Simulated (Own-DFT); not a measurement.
Simulation results for GaP (zincblende, strained, atoms displaced)

Computed with Own-DFT development build. A calculation, not a measurement: plane-wave PBE density functional theory by an unreviewed code, no spin, of a simulated periodic cell, stress positive in tension, free energy of the whole cell less one offset for each atom, forces on such cells passed a denser k mesh, this cell's mesh not checked; offsets are fitted by least squares, one for each functional and potential file, so energies compare only between cells with the same atoms and settings and are not formation energies; the far tail of each file's local potential was reset to the Coulomb form; each entry is a single point on an unrelaxed cell, so the pressure reflects the starting lattice, mostly measured values (interpolated for alloys), from which strain is counted, and rises with the displacements; printed positions are rounded, which can move forces by about a meV/angstrom; the program, named Own-DFT, is a retired in-house code; no spin-orbit coupling.

Common to all runs: functional PBE; potential files PseudoDojo norm-conserving, scalar-relativistic, standard set; wave cutoff 42 hartree; occupations Fermi-Dirac; smearing width 0.1 eV; hardware one NVIDIA H100; k mesh 3 x 3 x 3 centred on Gamma.

(1) GaP (zincblende, strained, atoms displaced)

```
GaP
1.0
     10.8620     0.0000     0.0000
      0.0000    10.8620     0.0000
      0.0000     0.0000    10.9361
Ga P Ga P Ga P Ga P Ga P Ga P Ga P Ga P
4 4 4 4 4 4 4 4 4 4 4 4 4 4 4 4
Direct
  0.99490 0.99436 0.00304
  0.00299 0.25028 0.25054
  0.24909 0.00189 0.24930
  0.24714 0.24898 0.00193
  0.11937 0.12541 0.12322
  0.12088 0.37599 0.37331
  0.38126 0.12540 0.37355
  0.37289 0.37126 0.12378
  0.00122 0.99890 0.50192
  0.99882 0.24785 0.74797
  0.25047 0.00107 0.75287
  0.25273 0.25197 0.49968
  0.12326 0.11876 0.62743
  0.12332 0.37752 0.87532
  0.37798 0.12496 0.87635
  0.37514 0.37439 0.62689
  0.00168 0.49932 0.00005
  0.00029 0.74998 0.25020
  0.25401 0.50087 0.25111
  0.25249 0.74645 0.99377
  0.12561 0.62545 0.12228
  0.11942 0.87814 0.37294
  0.37071 0.62518 0.37616
  0.37590 0.87744 0.12574
  0.00595 0.50350 0.49441
  0.00284 0.74854 0.74950
  0.25721 0.50048 0.75123
  0.24753 0.75314 0.49828
  0.12470 0.62535 0.62577
  0.12626 0.87612 0.88093
  0.37956 0.62972 0.87722
  0.37572 0.87465 0.62333
  0.49954 0.99716 0.99642
  0.50050 0.24770 0.25322
  0.74949 0.99717 0.24520
  0.75327 0.24516 0.00055
  0.62459 0.12695 0.12588
  0.62257 0.37944 0.37695
  0.87303 0.12796 0.37358
  0.87008 0.37693 0.12901
  0.49795 0.00150 0.50300
  0.50223 0.25361 0.74826
  0.75101 0.00157 0.74800
  0.75043 0.25232 0.49506
  0.62496 0.12455 0.62761
  0.62651 0.37593 0.87492
  0.87578 0.12278 0.87619
  0.87532 0.37577 0.62344
  0.49519 0.49684 0.99523
  0.49637 0.75157 0.25227
  0.74976 0.50292 0.25231
  0.74750 0.74820 0.99972
  0.62130 0.63066 0.12613
  0.62443 0.87812 0.37838
  0.87989 0.62463 0.37358
  0.87454 0.87341 0.12650
  0.50206 0.50645 0.50363
  0.49592 0.74942 0.75048
  0.74805 0.49876 0.75022
  0.75197 0.75145 0.49886
  0.62490 0.62330 0.62839
  0.62465 0.87254 0.87318
  0.87525 0.62724 0.87280
  0.87440 0.87927 0.62573
```

* free energy of cell above offsets: -35.266 eV
* pressure: 3.13 GPa
* stress xx: -3.28 GPa
* stress yy: -3.3 GPa
* stress zz: -2.8 GPa
* stress yz: -0.27 GPa
* stress xz: 0.31 GPa
* stress xy: 0.28 GPa
* wall time: 504 s

Force:
```tsv
element	x (eV/Å)	y (eV/Å)	z (eV/Å)
Ga	0.3	0.403	-0.168
Ga	-0.744	0.051	-0.173
Ga	-0.049	0.118	-0.07
Ga	-0.072	-0.098	-0.434
P	0.368	-0.248	0.126
P	1.093	-0.159	0.048
P	-1.015	-0.174	0.407
P	0.277	0.212	0.308
Ga	-0.603	0.379	-0.355
Ga	0.077	0.252	0.143
Ga	0.16	-0.231	0.062
Ga	-0.47	-0.369	-0.039
P	0.531	0.787	-0.302
P	0.376	-0.4	-0.334
P	-0.294	0.389	-0.213
P	0.224	0.29	-0.377
Ga	-0.644	0.104	0.16
Ga	0.155	-0.082	-0.354
Ga	-0.568	-0.255	-0.394
Ga	-0.261	0.598	1.056
P	0.268	0.008	0.304
P	0.649	-0.132	0.075
P	0.47	0.207	0.209
P	-0.393	-0.319	-0.223
Ga	-0.53	-0.259	0.805
Ga	-0.235	0.573	0.154
Ga	-0.633	0.186	0.162
Ga	-0.226	-0.002	0.076
P	0.562	-0.088	-0.093
P	-0.121	-0.182	-0.667
P	-0.379	-0.769	-0.496
P	-0.449	0.044	0.271
Ga	0.32	0.218	0.406
Ga	0.336	0.678	-0.468
Ga	-0.111	0.435	0.561
Ga	-0.272	0.532	0.131
P	-0.101	-0.448	-0.319
P	-0.046	-0.072	-0.151
P	0.334	-0.6	-0.071
P	0.601	-0.189	-0.456
Ga	0.424	0.005	0.016
Ga	-0.019	-0.373	0.35
Ga	-0.256	-0.12	0.429
Ga	-0.218	-0.053	0.529
P	0.087	0.403	-0.505
P	0.026	-0.327	0.251
P	0.085	-0.044	-0.158
P	0.131	0.148	-0.186
Ga	0.613	0.107	0.773
Ga	0.165	0.205	0.168
Ga	-0.392	0.169	-0.196
Ga	0.212	0.117	-0.059
P	-0.051	-0.848	-0.045
P	-0.034	-0.274	-0.301
P	-0.538	0.276	0.192
P	-0.297	-0.449	-0.131
Ga	-0.474	-0.456	-0.221
Ga	0.641	0.288	-0.385
Ga	0.507	0.034	0.013
Ga	-0.064	-0.136	0.196
P	0.22	0.708	-0.166
P	0.15	0.266	-0.122
P	-0.066	-0.346	0.259
P	0.261	-0.687	-0.008
```

(2) GaP (zincblende, strained, atoms displaced)

```
GaP
1.0
     10.8620     0.0000     0.0000
      0.0000    10.8620     0.0000
      0.0000     0.0000    10.9361
Ga P Ga P Ga P Ga P Ga P Ga P Ga P Ga P
4 4 4 4 4 4 4 4 4 4 4 4 4 4 4 4
Direct
  0.00055 0.00104 0.99723
  0.00699 0.24719 0.25334
  0.24832 0.99772 0.24971
  0.25142 0.24674 0.99663
  0.12976 0.12611 0.12532
  0.12665 0.37459 0.37672
  0.37915 0.12135 0.37517
  0.37744 0.37461 0.12697
  0.99463 0.00179 0.49947
  0.99893 0.25255 0.74895
  0.25336 0.00066 0.75119
  0.25151 0.25246 0.49763
  0.12427 0.12076 0.62777
  0.12333 0.37888 0.87582
  0.37072 0.12269 0.87926
  0.37398 0.37326 0.62211
  0.00102 0.50118 0.99782
  0.00593 0.75331 0.25183
  0.25097 0.50224 0.25091
  0.24709 0.74667 0.99899
  0.12557 0.62355 0.12769
  0.12525 0.87500 0.37484
  0.37455 0.62782 0.37058
  0.37831 0.87801 0.12632
  0.99425 0.50010 0.49982
  0.99634 0.74979 0.74856
  0.24778 0.49306 0.74929
  0.25136 0.75039 0.49548
  0.12694 0.62588 0.62819
  0.12751 0.87762 0.87318
  0.37298 0.62495 0.87445
  0.37131 0.88080 0.62398
  0.50059 0.99770 0.99665
  0.50404 0.25089 0.24635
  0.74869 0.00071 0.24894
  0.74660 0.24823 0.00244
  0.62558 0.12617 0.12146
  0.61720 0.37297 0.37277
  0.87516 0.12353 0.37296
  0.87233 0.37228 0.12397
  0.49854 0.00327 0.49475
  0.49363 0.25134 0.75248
  0.74735 0.00042 0.74180
  0.74827 0.25035 0.49772
  0.62581 0.13109 0.62467
  0.62424 0.37818 0.87406
  0.87720 0.12534 0.87547
  0.87387 0.37455 0.62322
  0.49552 0.50350 0.00120
  0.50254 0.75403 0.24490
  0.74779 0.49979 0.25077
  0.74924 0.74679 0.00270
  0.62495 0.62749 0.12868
  0.62518 0.87721 0.37359
  0.87556 0.63030 0.37439
  0.87295 0.87222 0.12600
  0.50130 0.49846 0.49985
  0.50645 0.74771 0.74995
  0.74833 0.50076 0.75271
  0.75284 0.74712 0.50478
  0.62395 0.62433 0.62320
  0.62666 0.87331 0.87690
  0.87644 0.62555 0.87540
  0.87464 0.87487 0.62520
```

* free energy of cell above offsets: -35.132 eV
* pressure: 3.18 GPa
* stress xx: -3.32 GPa
* stress yy: -3.35 GPa
* stress zz: -2.86 GPa
* stress yz: 0.07 GPa
* stress xz: 0.15 GPa
* stress xy: 0.28 GPa
* wall time: 553.2 s

Force:
```tsv
element	x (eV/Å)	y (eV/Å)	z (eV/Å)
Ga	0.042	-0.213	0.47
Ga	-0.501	0.283	-0.407
Ga	0.418	0.234	0.116
Ga	-0.291	0.886	0.591
P	-0.436	-0.29	-0.155
P	-0.213	0.47	-0.071
P	-0.775	0.934	-0.766
P	-0.499	-0.013	-0.352
Ga	0.539	-0.233	0.095
Ga	0.147	-0.252	0.072
Ga	-0.435	-0.021	-0.101
Ga	-0.148	-0.909	0.15
P	0.076	0.655	-0.403
P	0.169	-0.837	0.001
P	0.785	0.062	-0.621
P	0.076	0.24	0.273
Ga	-0.346	-0.06	0.636
Ga	-0.558	-0.204	-0.354
Ga	0.006	-0.469	-0.043
Ga	0.291	0.518	0.196
P	-0.207	0.07	-0.276
P	-0.107	0.421	0.36
P	0.583	-0.095	0.353
P	-0.624	-0.358	-0.544
Ga	0.623	0.299	0.059
Ga	0.62	0.193	0.244
Ga	0.333	0.671	-0.069
Ga	-0.09	-0.011	0.598
P	-0.254	-0.156	-0.581
P	-0.382	-0.468	0.137
P	0.072	-0.092	-0.381
P	0.912	-0.769	-0.108
Ga	0.029	0.163	0.315
Ga	-0.644	-0.612	0.025
Ga	0.085	-0.092	-0.161
Ga	0.42	0.299	-0.75
P	-0.288	-0.524	0.261
P	1.067	0.327	0.297
P	-0.191	0.357	0.001
P	0.549	0.236	0.353
Ga	0.57	-0.424	0.899
Ga	0.406	-0.1	0.051
Ga	0.188	0.172	0.878
Ga	0.156	0.174	-0.192
P	-0.658	-0.414	-0.047
P	-0.363	-0.321	0.435
P	-0.627	0.069	-0.336
P	-0.324	0.126	0.178
Ga	0.427	-0.084	0.031
Ga	-0.15	0.007	0.615
Ga	0.255	-0.054	0.131
Ga	0.187	0.123	-0.119
P	-0.097	-0.514	-0.489
P	0.187	-0.367	0.448
P	-0.041	-0.549	-0.144
P	0.496	0.366	-0.142
Ga	-0.543	0.333	-0.204
Ga	-0.963	0.469	-0.044
Ga	0.273	-0.027	-0.371
Ga	-0.383	0.47	-0.585
P	0.27	-0.257	0.114
P	0.233	0.148	-0.441
P	-0.322	0.018	-0.011
P	-0.034	-0.006	-0.117
```
